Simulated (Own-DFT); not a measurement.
Simulation results for GaP (zincblende, strained, atoms displaced)

A calculation, not a measurement: plane-wave PBE density functional theory by an unreviewed code, no spin, of a simulated periodic cell, stress positive in tension, free energy of the whole cell less one offset for each atom, forces on such cells passed a denser k mesh, this cell's mesh not checked; offsets are fitted by least squares, one for each functional and potential file, so energies compare only between cells with the same atoms and settings and are not formation energies; the far tail of each file's local potential was reset to the Coulomb form; each entry is a single point on an unrelaxed cell, so the pressure reflects the starting lattice, mostly measured values (interpolated for alloys), from which strain is counted, and rises with the displacements; printed positions are rounded, which can move forces by about a meV/angstrom; the program, named Own-DFT, is a retired in-house code; no spin-orbit coupling. Program: Own-DFT development build.

Settings shared by all entries: functional PBE; potential files PseudoDojo norm-conserving, scalar-relativistic, standard set; wave cutoff 42 hartree; occupations Fermi-Dirac; smearing width 0.1 eV; hardware one NVIDIA H100; k mesh 3 x 3 x 3 centred on Gamma.

(1) GaP (zincblende, strained, atoms displaced)

```cif
# cell vector a (Å): 10.9227 0.1010 -0.0690
# cell vector b (Å): 0.1010 11.0286 -0.2130
# cell vector c (Å): -0.0690 -0.2130 11.0355
data_GaP
_symmetry_space_group_name_H-M 'P 1'
_symmetry_Int_Tables_number 1
_cell_length_a 10.9234
_cell_length_b 11.0311
_cell_length_c 11.0378
_cell_angle_alpha 92.215
_cell_angle_beta 90.730
_cell_angle_gamma 88.939
_cell_volume 1328.70
loop_
_atom_site_label
_atom_site_type_symbol
_atom_site_fract_x
_atom_site_fract_y
_atom_site_fract_z
_atom_site_occupancy
Ga1 Ga 0.00428 0.99548 0.99738 1
Ga2 Ga 0.99653 0.24724 0.24908 1
Ga3 Ga 0.25446 0.99897 0.23957 1
Ga4 Ga 0.24742 0.25402 0.99782 1
P1 P 0.12231 0.12538 0.12569 1
P2 P 0.12804 0.37998 0.38026 1
P3 P 0.37813 0.13032 0.37780 1
P4 P 0.37693 0.37125 0.13013 1
Ga5 Ga 0.99529 0.00117 0.50406 1
Ga6 Ga 0.99249 0.25085 0.75408 1
Ga7 Ga 0.24903 0.99084 0.74932 1
Ga8 Ga 0.25452 0.25246 0.50631 1
P5 P 0.12861 0.13140 0.63057 1
P6 P 0.12481 0.37175 0.87453 1
P7 P 0.36918 0.12377 0.88145 1
P8 P 0.36878 0.37720 0.63344 1
Ga9 Ga 0.00791 0.50155 0.99673 1
Ga10 Ga 0.00327 0.75410 0.23950 1
Ga11 Ga 0.24972 0.49699 0.24734 1
Ga12 Ga 0.24907 0.74773 0.99986 1
P9 P 0.12874 0.61851 0.11748 1
P10 P 0.12207 0.87700 0.37765 1
P11 P 0.38037 0.62324 0.37487 1
P12 P 0.37247 0.87644 0.12017 1
Ga13 Ga 0.99351 0.50868 0.49932 1
Ga14 Ga 0.99531 0.75467 0.76217 1
Ga15 Ga 0.25072 0.50225 0.74710 1
Ga16 Ga 0.24814 0.75265 0.50521 1
P13 P 0.12202 0.61657 0.62033 1
P14 P 0.12430 0.87648 0.88001 1
P15 P 0.37478 0.62094 0.87235 1
P16 P 0.37260 0.87144 0.62564 1
Ga17 Ga 0.49858 0.99686 0.00646 1
Ga18 Ga 0.49972 0.24901 0.25664 1
Ga19 Ga 0.73969 0.99988 0.24711 1
Ga20 Ga 0.75722 0.25293 0.00812 1
P17 P 0.62382 0.13154 0.12326 1
P18 P 0.63586 0.37573 0.37804 1
P19 P 0.87155 0.12617 0.37996 1
P20 P 0.87096 0.37840 0.12974 1
Ga21 Ga 0.49519 0.00063 0.49352 1
Ga22 Ga 0.50553 0.24722 0.75428 1
Ga23 Ga 0.75716 0.00125 0.74923 1
Ga24 Ga 0.75432 0.25540 0.49983 1
P21 P 0.63112 0.11823 0.62431 1
P22 P 0.62333 0.38198 0.87954 1
P23 P 0.87909 0.13345 0.86726 1
P24 P 0.87041 0.37735 0.62585 1
Ga25 Ga 0.49947 0.49825 0.99318 1
Ga26 Ga 0.50408 0.74638 0.24715 1
Ga27 Ga 0.74851 0.50030 0.24832 1
Ga28 Ga 0.74944 0.75702 0.00256 1
P25 P 0.61966 0.63238 0.11937 1
P26 P 0.62399 0.87232 0.36867 1
P27 P 0.87003 0.62318 0.37670 1
P28 P 0.87756 0.88084 0.12378 1
Ga29 Ga 0.49470 0.49671 0.50408 1
Ga30 Ga 0.49593 0.75246 0.74839 1
Ga31 Ga 0.74075 0.50001 0.74626 1
Ga32 Ga 0.74777 0.75921 0.49387 1
P29 P 0.62980 0.63165 0.61985 1
P30 P 0.61580 0.87847 0.87165 1
P31 P 0.87721 0.62179 0.86784 1
P32 P 0.87332 0.88051 0.61872 1
```

The calculation gives: free energy of cell above offsets -33.316 eV; pressure 1.22 GPa; stress xx -1.64 GPa; stress yy -1.06 GPa; stress zz -0.95 GPa; stress yz -3.13 GPa; stress xz -0.7 GPa; stress xy 1.53 GPa; wall time 579.8 s.

Force:
| element | x (eV/Å) | y (eV/Å) | z (eV/Å) |
| --- | --- | --- | --- |
| Ga | -0.92 | 1.285 | 0.474 |
| Ga | 0.028 | 0.375 | 0.875 |
| Ga | -0.874 | 0.584 | 1.42 |
| Ga | -0.103 | -0.364 | 0.728 |
| P | 0.407 | 0.124 | -0.458 |
| P | -0.427 | -0.48 | -0.492 |
| P | -0.546 | -0.475 | -0.556 |
| P | 0.243 | 0.271 | -0.763 |
| Ga | 0.585 | 0.688 | -0.154 |
| Ga | 0.777 | 0.746 | -0.987 |
| Ga | -0.266 | 1.067 | 0.419 |
| Ga | -0.778 | -0.002 | -0.239 |
| P | -0.296 | -0.698 | -0.336 |
| P | 0.212 | 0.521 | -0.452 |
| P | 0.779 | -0.342 | -0.656 |
| P | 1.754 | -0.652 | -0.529 |
| Ga | -1.296 | -0.511 | -0.27 |
| Ga | -0.123 | -0.63 | 0.871 |
| Ga | 0.042 | 0.195 | 0.686 |
| Ga | -0.004 | -0.259 | -0.226 |
| P | 0.301 | 0.98 | 0.857 |
| P | 0.606 | 0.035 | -0.548 |
| P | -0.549 | 0.376 | -0.176 |
| P | 0.82 | -0.906 | 0.323 |
| Ga | -0.202 | -1.229 | -0.072 |
| Ga | 0.14 | -0.447 | -1.476 |
| Ga | -1.176 | 0.042 | 0.614 |
| Ga | -0.466 | -0.909 | -0.759 |
| P | 0.384 | 1.726 | 1.062 |
| P | 0.802 | -0.632 | -0.778 |
| P | 0.049 | 0.776 | -0.035 |
| P | 0.54 | 0.566 | -0.403 |
| Ga | -0.225 | 0.753 | -0.516 |
| Ga | 0.445 | 0.463 | 0.099 |
| Ga | 0.631 | 0.491 | 0.311 |
| Ga | -0.735 | -0.183 | -0.916 |
| P | 0.108 | -0.493 | 0.015 |
| P | -1.317 | 0.26 | -0.313 |
| P | 0.294 | -0.411 | -0.882 |
| P | 1.462 | 0.187 | -0.462 |
| Ga | 0.424 | -0.283 | 0.724 |
| Ga | -0.537 | -0.253 | -0.037 |
| Ga | -0.861 | -0.08 | 0.342 |
| Ga | -0.503 | -0.731 | 0.488 |
| P | -0.503 | 0.775 | -0.35 |
| P | 1.141 | -1.21 | -0.692 |
| P | -0.555 | -1.202 | 1.598 |
| P | 0.779 | 0.249 | 0.142 |
| Ga | -0.845 | 0.444 | 1.334 |
| Ga | -1.26 | 0.26 | 0.388 |
| Ga | -0.785 | 0.625 | 0.238 |
| Ga | -0.121 | -0.456 | -0.792 |
| P | 1.039 | -1.069 | -0.327 |
| P | -0.275 | 0.676 | 0.085 |
| P | 0.402 | 1.001 | -0.96 |
| P | -0.267 | 0.075 | -0.144 |
| Ga | 0.511 | 0.047 | -0.018 |
| Ga | 0.228 | -0.76 | -0.01 |
| Ga | 0.194 | 0.251 | 0.194 |
| Ga | 0.122 | -0.675 | 0.327 |
| P | -0.701 | -0.073 | 0.14 |
| P | 1.317 | 0.093 | 0.237 |
| P | -0.585 | 0.213 | 0.972 |
| P | 0.533 | -0.809 | 0.819 |

(2) GaP (zincblende, strained, atoms displaced)

```cif
# cell vector a (Å): 10.8263 0.1576 0.0822
# cell vector b (Å): 0.1576 10.8043 0.1754
# cell vector c (Å): 0.0822 0.1754 10.9604
data_GaP
_symmetry_space_group_name_H-M 'P 1'
_symmetry_Int_Tables_number 1
_cell_length_a 10.8278
_cell_length_b 10.8069
_cell_length_c 10.9621
_cell_angle_alpha 88.147
_cell_angle_beta 89.122
_cell_angle_gamma 88.323
_cell_volume 1281.37
loop_
_atom_site_label
_atom_site_type_symbol
_atom_site_fract_x
_atom_site_fract_y
_atom_site_fract_z
_atom_site_occupancy
Ga1 Ga 0.00005 0.00503 0.99673 1
Ga2 Ga 0.99997 0.25308 0.25142 1
Ga3 Ga 0.24342 0.00112 0.24986 1
Ga4 Ga 0.24688 0.24466 0.99625 1
P1 P 0.13071 0.13317 0.12451 1
P2 P 0.12433 0.37416 0.37283 1
P3 P 0.36953 0.13107 0.37692 1
P4 P 0.37172 0.36656 0.12656 1
Ga5 Ga 0.99049 0.00094 0.49986 1
Ga6 Ga 0.00764 0.24877 0.74613 1
Ga7 Ga 0.24475 0.00547 0.74579 1
Ga8 Ga 0.25012 0.24593 0.50289 1
P5 P 0.12851 0.11559 0.62524 1
P6 P 0.13034 0.37550 0.86965 1
P7 P 0.37954 0.12119 0.88138 1
P8 P 0.38045 0.38196 0.61676 1
Ga9 Ga 0.99817 0.50164 0.01179 1
Ga10 Ga 0.00362 0.75539 0.24485 1
Ga11 Ga 0.25391 0.50546 0.25285 1
Ga12 Ga 0.24699 0.76077 0.99928 1
P9 P 0.12829 0.62718 0.12379 1
P10 P 0.12399 0.87688 0.37021 1
P11 P 0.36887 0.62479 0.37924 1
P12 P 0.37815 0.87251 0.12469 1
Ga13 Ga 0.99957 0.49909 0.49288 1
Ga14 Ga 0.99758 0.75925 0.75489 1
Ga15 Ga 0.25122 0.50521 0.74678 1
Ga16 Ga 0.24241 0.74006 0.50474 1
P13 P 0.12691 0.62426 0.62122 1
P14 P 0.12955 0.87395 0.88212 1
P15 P 0.37763 0.62182 0.87551 1
P16 P 0.37705 0.87314 0.63055 1
Ga17 Ga 0.50034 0.00386 0.99769 1
Ga18 Ga 0.49457 0.25417 0.25282 1
Ga19 Ga 0.75470 0.99737 0.24746 1
Ga20 Ga 0.75989 0.25364 0.00256 1
P17 P 0.62811 0.12606 0.12238 1
P18 P 0.63050 0.37929 0.37396 1
P19 P 0.87537 0.12877 0.36838 1
P20 P 0.87770 0.37042 0.12082 1
Ga21 Ga 0.50405 0.99972 0.50257 1
Ga22 Ga 0.49330 0.25287 0.75215 1
Ga23 Ga 0.75006 0.00006 0.74456 1
Ga24 Ga 0.74917 0.24757 0.50670 1
P21 P 0.62797 0.11853 0.62899 1
P22 P 0.62017 0.37959 0.87651 1
P23 P 0.86543 0.12448 0.87983 1
P24 P 0.87824 0.38044 0.63425 1
Ga25 Ga 0.49812 0.50545 0.00359 1
Ga26 Ga 0.50845 0.75514 0.25928 1
Ga27 Ga 0.75017 0.50090 0.25208 1
Ga28 Ga 0.76037 0.74560 0.00486 1
P25 P 0.63379 0.63090 0.11704 1
P26 P 0.62413 0.87337 0.37604 1
P27 P 0.86898 0.62029 0.37060 1
P28 P 0.87475 0.87237 0.12795 1
Ga29 Ga 0.50629 0.49433 0.50436 1
Ga30 Ga 0.50305 0.75090 0.74629 1
Ga31 Ga 0.75072 0.50287 0.74428 1
Ga32 Ga 0.76023 0.74415 0.50194 1
P29 P 0.62522 0.62464 0.62048 1
P30 P 0.62651 0.87802 0.88347 1
P31 P 0.87617 0.62904 0.87816 1
P32 P 0.87631 0.87933 0.62718 1
```

The calculation gives: free energy of cell above offsets -31.871 eV; pressure 4.52 GPa; stress xx -4.8 GPa; stress yy -4.89 GPa; stress zz -3.88 GPa; stress yz 3.23 GPa; stress xz 0.89 GPa; stress xy 2.57 GPa; wall time 518.1 s.

Force:
| element | x (eV/Å) | y (eV/Å) | z (eV/Å) |
| --- | --- | --- | --- |
| Ga | 0.179 | -0.111 | 0.861 |
| Ga | 0.711 | 0.026 | -0.162 |
| Ga | 1.301 | 0.096 | -0.166 |
| Ga | 0.944 | 0.913 | -0.215 |
| P | -1.547 | -0.969 | 0.117 |
| P | 0.147 | -0.063 | 0.108 |
| P | 0.631 | -1.322 | -0.264 |
| P | -0.342 | 1.367 | -0.683 |
| Ga | 1.138 | 0.151 | -0.627 |
| Ga | -0.335 | -0.22 | 0.98 |
| Ga | 1.855 | -1.414 | 1.854 |
| Ga | -0.075 | 0.924 | 0.228 |
| P | -1.644 | 1.322 | -1.336 |
| P | -0.73 | 0.177 | 0.357 |
| P | -1.432 | 0.651 | -1.645 |
| P | -1.483 | -1.388 | 1.111 |
| Ga | 0.914 | 0.19 | -1.219 |
| Ga | 0.103 | -0.762 | 0.832 |
| Ga | 0.026 | -0.64 | -0.268 |
| Ga | 1.804 | -1.701 | 0.936 |
| P | -0.184 | -0.076 | -0.001 |
| P | -0.517 | -0.458 | 1.059 |
| P | 1.335 | -0.073 | -0.25 |
| P | -0.235 | 0.492 | 0.334 |
| Ga | 0.055 | 0.009 | 0.684 |
| Ga | 0.969 | -0.75 | 0.142 |
| Ga | 0.706 | -0.305 | 0.36 |
| Ga | 1.213 | 1.991 | -0.78 |
| P | -2.108 | -0.373 | 0.991 |
| P | -1.435 | 1.425 | -1.83 |
| P | -0.826 | 1.023 | -0.439 |
| P | -0.932 | 0.307 | -1.041 |
| Ga | 0.83 | -0.649 | 1.368 |
| Ga | 1.257 | -0.49 | 0.221 |
| Ga | -0.653 | 0.375 | 0.375 |
| Ga | -1.588 | 0.2 | -0.259 |
| P | -0.422 | 0.234 | 0.432 |
| P | -0.726 | -0.995 | 0.173 |
| P | -0.626 | -0.286 | 0.652 |
| P | -0.43 | 0.666 | 1.026 |
| Ga | -0.57 | 0.144 | -0.082 |
| Ga | 0.716 | -0.005 | 0.1 |
| Ga | 0.118 | -0.449 | 1.862 |
| Ga | 0.518 | 0.513 | -0.168 |
| P | -1.284 | 1.209 | -0.665 |
| P | 0.627 | -0.342 | -0.217 |
| P | 1.152 | -0.08 | -1.582 |
| P | 0.116 | -0.85 | -1.472 |
| Ga | 0.328 | -0.651 | 0.609 |
| Ga | -0.767 | -1.004 | -0.892 |
| Ga | 0.087 | -0.062 | -1.092 |
| Ga | -0.175 | 1.444 | -0.565 |
| P | -1.489 | -0.946 | 1.523 |
| P | 1.09 | 0.504 | 0.571 |
| P | 1.227 | 0.722 | -0.223 |
| P | 0.313 | 0.539 | -0.946 |
| Ga | 0.384 | 1.255 | -1.224 |
| Ga | 0.505 | -0.17 | 1.302 |
| Ga | -0.368 | 0.229 | 1.469 |
| Ga | -0.659 | 0.66 | -0.003 |
| P | 0.031 | 0.274 | 0.055 |
| P | 0.415 | -0.799 | -1.125 |
| P | 0.242 | -0.847 | -0.803 |
| P | -0.403 | -0.785 | -0.45 |

(3) GaP (zincblende, strained, atoms displaced)

```cif
# cell vector a (Å): 10.9338 -0.0315 -0.1367
# cell vector b (Å): -0.0315 10.7696 -0.1480
# cell vector c (Å): -0.1367 -0.1480 11.0112
data_GaP
_symmetry_space_group_name_H-M 'P 1'
_symmetry_Int_Tables_number 1
_cell_length_a 10.9347
_cell_length_b 10.7707
_cell_length_c 11.0130
_cell_angle_alpha 91.555
_cell_angle_beta 91.425
_cell_angle_gamma 90.323
_cell_volume 1296.15
loop_
_atom_site_label
_atom_site_type_symbol
_atom_site_fract_x
_atom_site_fract_y
_atom_site_fract_z
_atom_site_occupancy
Ga1 Ga 0.99806 0.00080 0.00474 1
Ga2 Ga 0.00357 0.25107 0.25416 1
Ga3 Ga 0.24386 0.00715 0.24900 1
Ga4 Ga 0.25739 0.25468 0.99817 1
P1 P 0.11378 0.12527 0.12538 1
P2 P 0.12418 0.37225 0.36936 1
P3 P 0.36375 0.12153 0.36973 1
P4 P 0.37274 0.37863 0.11921 1
Ga5 Ga 0.00129 0.98826 0.50233 1
Ga6 Ga 0.00499 0.25073 0.74573 1
Ga7 Ga 0.24977 0.99172 0.75284 1
Ga8 Ga 0.24615 0.24237 0.49591 1
P5 P 0.13315 0.12574 0.63301 1
P6 P 0.12279 0.37773 0.86671 1
P7 P 0.36925 0.12186 0.87209 1
P8 P 0.37324 0.36607 0.62228 1
Ga9 Ga 0.99472 0.50479 0.99690 1
Ga10 Ga 0.99724 0.74799 0.24760 1
Ga11 Ga 0.25098 0.49748 0.24949 1
Ga12 Ga 0.24995 0.74675 0.00063 1
P9 P 0.12708 0.62596 0.12862 1
P10 P 0.12189 0.87052 0.37213 1
P11 P 0.37556 0.62445 0.37361 1
P12 P 0.37556 0.87674 0.13349 1
Ga13 Ga 0.00519 0.50964 0.50075 1
Ga14 Ga 0.00630 0.75339 0.75241 1
Ga15 Ga 0.24941 0.50001 0.74469 1
Ga16 Ga 0.24489 0.74847 0.50433 1
P13 P 0.12595 0.62028 0.61630 1
P14 P 0.11309 0.87240 0.87817 1
P15 P 0.38286 0.62211 0.87137 1
P16 P 0.37241 0.87505 0.61943 1
Ga17 Ga 0.49193 0.00165 0.00476 1
Ga18 Ga 0.50028 0.25038 0.24636 1
Ga19 Ga 0.75276 0.99875 0.25701 1
Ga20 Ga 0.75059 0.25047 0.99679 1
P17 P 0.62440 0.12159 0.12965 1
P18 P 0.63100 0.37746 0.38102 1
P19 P 0.86591 0.12622 0.37411 1
P20 P 0.87792 0.37193 0.12126 1
Ga21 Ga 0.49691 0.99230 0.49961 1
Ga22 Ga 0.50412 0.25087 0.74952 1
Ga23 Ga 0.75303 0.00601 0.74800 1
Ga24 Ga 0.74653 0.24259 0.50685 1
P21 P 0.62220 0.13489 0.62407 1
P22 P 0.62517 0.37600 0.87385 1
P23 P 0.87675 0.12167 0.87846 1
P24 P 0.87087 0.38205 0.61804 1
Ga25 Ga 0.49598 0.49962 0.00584 1
Ga26 Ga 0.49643 0.73966 0.24682 1
Ga27 Ga 0.74862 0.49685 0.24693 1
Ga28 Ga 0.74892 0.74879 0.01013 1
P25 P 0.62129 0.63373 0.12286 1
P26 P 0.62612 0.87844 0.37887 1
P27 P 0.88306 0.62285 0.36654 1
P28 P 0.87773 0.86863 0.12551 1
Ga29 Ga 0.50154 0.50032 0.49986 1
Ga30 Ga 0.49700 0.75678 0.74813 1
Ga31 Ga 0.74746 0.50146 0.74881 1
Ga32 Ga 0.75275 0.74403 0.49927 1
P29 P 0.62277 0.62526 0.62096 1
P30 P 0.63508 0.87359 0.87530 1
P31 P 0.87391 0.63004 0.87753 1
P32 P 0.87283 0.87936 0.62347 1
```

It finds free energy of cell above offsets -32.803 eV; pressure 3.31 GPa; stress xx -3.1 GPa; stress yy -4.14 GPa; stress zz -2.69 GPa; stress yz -2.83 GPa; stress xz -2.14 GPa; stress xy -1.47 GPa; wall time 531.4 s.

Force:
| element | x (eV/Å) | y (eV/Å) | z (eV/Å) |
| --- | --- | --- | --- |
| Ga | -0.798 | -0.671 | -0.404 |
| Ga | -1.635 | -0.6 | -0.489 |
| Ga | -0.854 | -1.329 | -0.625 |
| Ga | -1.688 | -0.714 | -0.738 |
| P | 1.65 | 0.724 | -0.074 |
| P | 0.749 | 0.917 | 1.312 |
| P | 1.939 | 0.715 | 0.773 |
| P | 0.638 | -0.077 | 1.215 |
| Ga | 0.004 | 1.298 | -0.238 |
| Ga | -1.206 | -0.122 | -0.113 |
| Ga | -0.607 | -0.196 | 0 |
| Ga | -0.191 | 0.306 | 0.141 |
| P | -0.723 | -0.701 | -1.027 |
| P | 0.562 | 0.497 | 1.166 |
| P | 1.049 | 0.374 | 0.362 |
| P | 0.298 | 0.887 | -0.116 |
| Ga | 0.557 | -0.5 | 0.161 |
| Ga | 0.417 | -0.149 | -0.086 |
| Ga | -0.345 | 0.02 | -0.005 |
| Ga | 0.183 | 0.134 | -0.087 |
| P | -0.063 | -0.277 | -0.489 |
| P | 0.604 | 0.439 | 0.196 |
| P | -0.175 | -0.08 | 0.554 |
| P | -0.501 | -0.114 | -0.636 |
| Ga | -1.457 | -1.921 | -1.513 |
| Ga | -1.539 | -1.066 | -1.3 |
| Ga | 0.321 | -0.441 | 0.088 |
| Ga | 0.163 | -0.095 | -1.241 |
| P | 0.833 | 1.481 | 2.097 |
| P | 2.176 | 0.814 | 0.731 |
| P | -0.809 | 0.528 | 0.034 |
| P | 0.039 | 0.03 | 0.844 |
| Ga | 0.597 | -0.462 | -0.49 |
| Ga | -0.133 | 0.141 | 0.624 |
| Ga | -0.67 | -0.737 | -1.026 |
| Ga | -0.417 | -0.514 | 0.239 |
| P | 0.437 | 0.337 | -0.536 |
| P | -0.542 | -0.363 | -0.694 |
| P | 1.879 | 0.37 | 0.943 |
| P | -0.021 | 0.485 | 0.33 |
| Ga | -0.046 | 1.123 | -0.308 |
| Ga | -1.066 | -0.056 | 0.329 |
| Ga | -0.638 | -0.301 | -0.007 |
| Ga | 0.455 | 0.872 | -0.929 |
| P | -0.234 | -1.782 | 0.297 |
| P | 0.061 | 0.406 | 0.575 |
| P | 0.347 | 0.849 | -0.455 |
| P | 0.87 | -0.374 | 0.551 |
| Ga | 0.645 | 0.052 | -0.915 |
| Ga | -0.011 | 1.324 | 0.931 |
| Ga | 0.013 | -0.033 | -0.182 |
| Ga | -0.001 | 0.077 | -1.292 |
| P | 0.505 | -1.458 | 0.379 |
| P | -0.012 | -1.097 | -0.475 |
| P | -0.865 | 0.105 | 0.68 |
| P | -0.177 | 1.243 | 0.493 |
| Ga | -0.673 | -0.631 | -0.148 |
| Ga | 0.649 | -0.405 | 0.12 |
| Ga | 0.024 | 0.136 | 0.054 |
| Ga | -0.069 | 0.141 | -0.374 |
| P | 0.302 | 0.546 | 0.713 |
| P | -0.94 | 0.682 | 0.102 |
| P | -0.16 | 0.044 | -0.476 |
| P | 0.299 | -0.832 | 0.454 |

(4) GaP (zincblende, strained, atoms displaced)

```cif
# cell vector a (Å): 11.0216 -0.0602 -0.2083
# cell vector b (Å): -0.0602 11.0367 0.0851
# cell vector c (Å): -0.2083 0.0851 11.0634
data_GaP
_symmetry_space_group_name_H-M 'P 1'
_symmetry_Int_Tables_number 1
_cell_length_a 11.0237
_cell_length_b 11.0372
_cell_length_c 11.0657
_cell_angle_alpha 89.112
_cell_angle_beta 92.164
_cell_angle_gamma 90.634
_cell_volume 1345.18
loop_
_atom_site_label
_atom_site_type_symbol
_atom_site_fract_x
_atom_site_fract_y
_atom_site_fract_z
_atom_site_occupancy
Ga1 Ga 0.00238 0.00169 0.99774 1
Ga2 Ga 0.99472 0.24459 0.25396 1
Ga3 Ga 0.24705 0.99745 0.24549 1
Ga4 Ga 0.24467 0.24690 0.00792 1
P1 P 0.13195 0.12820 0.13155 1
P2 P 0.12168 0.37271 0.37735 1
P3 P 0.37746 0.12396 0.36997 1
P4 P 0.37232 0.37880 0.12546 1
Ga5 Ga 0.01769 0.99833 0.50363 1
Ga6 Ga 0.99640 0.25303 0.74729 1
Ga7 Ga 0.25239 0.99702 0.75128 1
Ga8 Ga 0.25583 0.24796 0.50760 1
P5 P 0.12121 0.12160 0.62235 1
P6 P 0.13276 0.36762 0.87270 1
P7 P 0.36866 0.12452 0.87776 1
P8 P 0.37913 0.37842 0.61882 1
Ga9 Ga 0.00063 0.49984 0.00543 1
Ga10 Ga 0.99534 0.74695 0.26221 1
Ga11 Ga 0.25579 0.50480 0.24161 1
Ga12 Ga 0.25519 0.75375 0.00765 1
P9 P 0.12085 0.61534 0.13155 1
P10 P 0.12118 0.88140 0.38027 1
P11 P 0.37349 0.62482 0.37623 1
P12 P 0.36616 0.87975 0.13853 1
Ga13 Ga 0.00939 0.49534 0.50821 1
Ga14 Ga 0.00568 0.74946 0.74711 1
Ga15 Ga 0.24421 0.50730 0.74617 1
Ga16 Ga 0.24293 0.74403 0.49952 1
P13 P 0.12730 0.62480 0.62725 1
P14 P 0.12093 0.88283 0.87344 1
P15 P 0.38267 0.62920 0.87398 1
P16 P 0.37024 0.87396 0.62338 1
Ga17 Ga 0.49790 0.99824 0.99341 1
Ga18 Ga 0.50309 0.24388 0.25026 1
Ga19 Ga 0.74699 0.99449 0.25535 1
Ga20 Ga 0.75544 0.25240 0.00228 1
P17 P 0.61861 0.11941 0.12131 1
P18 P 0.62089 0.37728 0.37130 1
P19 P 0.87581 0.12597 0.37413 1
P20 P 0.87256 0.37682 0.12589 1
Ga21 Ga 0.49778 0.99131 0.50874 1
Ga22 Ga 0.50881 0.24866 0.75275 1
Ga23 Ga 0.75031 0.99759 0.74750 1
Ga24 Ga 0.74734 0.24879 0.48993 1
P21 P 0.62836 0.12165 0.62305 1
P22 P 0.62900 0.37398 0.86884 1
P23 P 0.87157 0.12098 0.87886 1
P24 P 0.87206 0.37735 0.62331 1
Ga25 Ga 0.49245 0.50124 0.99823 1
Ga26 Ga 0.49990 0.75061 0.25022 1
Ga27 Ga 0.74315 0.49320 0.24423 1
Ga28 Ga 0.74813 0.74569 0.00205 1
P25 P 0.62067 0.62628 0.12855 1
P26 P 0.62659 0.86882 0.36887 1
P27 P 0.87606 0.62244 0.38097 1
P28 P 0.87678 0.87317 0.13270 1
Ga29 Ga 0.49528 0.49979 0.49732 1
Ga30 Ga 0.49859 0.75504 0.74537 1
Ga31 Ga 0.75176 0.50506 0.75103 1
Ga32 Ga 0.75889 0.75470 0.50209 1
P29 P 0.62348 0.62434 0.62533 1
P30 P 0.62789 0.87272 0.87967 1
P31 P 0.86761 0.63432 0.87154 1
P32 P 0.87883 0.88061 0.62072 1
```

Results for GaP (zincblende, strained, atoms displaced): free energy of cell above offsets -33.288 eV; pressure 0.25 GPa; stress xx -0.32 GPa; stress yy -0.33 GPa; stress zz -0.12 GPa; stress yz 0.84 GPa; stress xz -2.62 GPa; stress xy -0.85 GPa; wall time 598.3 s.

Force:
| element | x (eV/Å) | y (eV/Å) | z (eV/Å) |
| --- | --- | --- | --- |
| Ga | -0.135 | -0.104 | 0.851 |
| Ga | 0.528 | 0.589 | -0.323 |
| Ga | -0.03 | 0.412 | 1.497 |
| Ga | 0.942 | 0.282 | -0.47 |
| P | -1.688 | -0.187 | -0.326 |
| P | 0.809 | 0.158 | -0.122 |
| P | -0.329 | -0.328 | 0.975 |
| P | 0.461 | -0.62 | -0.078 |
| Ga | -2.133 | 0.042 | -0.571 |
| Ga | -0.017 | -0.671 | 0.255 |
| Ga | -0.373 | 0.27 | -0.292 |
| Ga | -0.458 | -0.287 | -1.049 |
| P | 1.216 | 1.292 | 1.362 |
| P | -0.93 | 0.99 | 0.033 |
| P | 0.496 | 0.51 | -0.262 |
| P | -0.275 | -0.212 | 1.376 |
| Ga | -0.354 | -0.323 | -1.209 |
| Ga | 0.323 | -0.102 | -0.488 |
| Ga | -0.277 | -0.996 | 1.197 |
| Ga | -0.776 | -0.524 | -0.513 |
| P | 0.045 | 1.984 | -0.364 |
| P | 0.827 | -1.016 | -0.915 |
| P | -0.193 | 0.538 | -0.274 |
| P | 1.364 | -0.562 | -1.397 |
| Ga | -0.762 | -0.215 | -0.83 |
| Ga | -0.64 | 0.342 | 0.204 |
| Ga | 1.572 | -1.168 | 1 |
| Ga | 0.601 | 0.446 | -0.396 |
| P | -0.795 | 0.694 | -0.242 |
| P | 0.68 | -0.94 | 0.369 |
| P | -1.286 | 0.412 | -0.202 |
| P | -0.399 | -0.201 | 0.241 |
| Ga | -0.259 | -0.363 | 0.422 |
| Ga | -0.227 | 0.214 | -0.501 |
| Ga | 0.316 | 0.489 | -0.717 |
| Ga | -0.784 | -0.682 | -0.311 |
| P | 0.83 | 0.564 | 0.292 |
| P | -0.102 | -0.11 | 0.229 |
| P | -0.226 | -0.813 | 0.534 |
| P | 0.367 | -0.098 | 0.183 |
| Ga | 0.413 | 0.504 | -1.342 |
| Ga | -0.846 | -0.379 | -0.58 |
| Ga | 0.226 | -0.231 | 0.352 |
| Ga | 0.281 | 0.05 | 0.477 |
| P | -0.347 | 0.353 | -0.032 |
| P | 0.009 | 0.625 | 1.132 |
| P | 0.233 | 0.749 | -0.424 |
| P | -0.187 | 0.047 | 0.053 |
| Ga | 0.951 | -0.571 | 0.077 |
| Ga | -0.391 | -0.369 | 0.06 |
| Ga | 0.585 | 0.588 | 0.597 |
| Ga | 0.283 | 0.287 | 0.598 |
| P | -0.143 | -0.141 | -0.569 |
| P | -0.247 | 0.411 | 1.47 |
| P | -0.322 | -0.567 | 0.108 |
| P | -0.084 | 0.19 | -0.655 |
| Ga | 0.774 | 0.087 | -0.037 |
| Ga | 0.646 | -0.457 | 0.282 |
| Ga | -0.178 | -0.53 | -0.401 |
| Ga | -0.694 | -0.825 | -0.352 |
| P | 0.023 | 0.612 | -0.403 |
| P | -0.497 | 0.36 | -0.66 |
| P | 1.217 | -0.543 | 0.521 |
| P | 0.368 | 0.043 | 0.56 |
